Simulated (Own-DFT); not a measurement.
# A pressure from energies alone: corundum Al2O3, 78 atoms (Al32O46), with two O vacancies

All values are computed. Each geometry was run twice at fixed positions with Own-DFT, a retired in-house plane-wave program that no person has reviewed: with PBE, and with HSE06 (exact exchange share 0.25 at short range, screening 0.11 per bohr, Gygi-Baldereschi treatment of its divergence). Both used PseudoDojo norm-conserving files made for PBE, a cutoff of 48 hartree, the Gamma point alone, fixed occupations, a neutral cell and no spin. With Gamma alone and a thickness of 7.9 Å, finite-size errors remain in every number. The oxygen file's force components were 24 meV/Å off all-electron values in a glass.

Unstrained cell vectors in Å: (5.494, 0.000, 8.660); (-2.747, 4.758, 8.660); (-2.747, -4.758, 8.660), volume V0 = 679.2 Å³, from measured lattice constants. Each geometry has its own random strain of a few per cent, its own defect sites and random moves of rms u per axis. HSE06 gave the energy alone. D is its energy less that of PBE, over the lowest D shown. The PBE stress wasn't checked against mesh or cutoff.

```
run,V - V0 (Å³),u (Å),P with PBE (GPa),D (eV)
1,5.8,0.0306,5.14,1.286
2,-3.2,0.0453,9.84,0.976
3,-9.0,0.0270,10.27,0.674
4,-25.7,0.0329,17.93,0.000
5,16.6,0.0305,1.35,1.687
6,-21.1,0.0481,17.90,0.337
7,26.5,0.0500,0.07,2.107
8,-21.1,0.0478,16.94,0.371
9,27.0,0.0527,0.49,2.191
10,-11.5,0.0296,11.56,0.582
11,-11.4,0.0473,13.31,0.718
12,2.6,0.0307,6.89,1.099
13,-5.8,0.0280,9.64,?
```

## Analysis

D = 0.95 + 0.0379 (V - V0) + 77 u² eV, with an error of 0.0006 on the volume slope, 14 on the last term and a scatter of 0.04 eV. Pressure is -dE/dV, and 1 eV/Å³ is 160.2 GPa, so HSE06 changes the pressure by -6.1 ± 0.1 GPa. With the ions held to the strained lattice, the PBE pressure falls by 252 ± 5 GPa per unit of volume strain; the shape of the strain isn't fitted, so the true error is larger, and a relaxed crystal would be softer. On that slope HSE06's volume at a given pressure is about 2.4 % smaller, or 0.8 % in lengths. At u = 0 and V0 the PBE pressure is 6.1 GPa, which puts the zero-pressure volume, against the measured cell and with the defects in, at +2.4 % for PBE and +0.0 % for HSE06, each good to a few tenths of a per cent.

## The run left out

Question: what D should run 13 give?

Estimate: 0.80 eV, with rows scattering by 0.04. The calculation gave 0.803 eV.
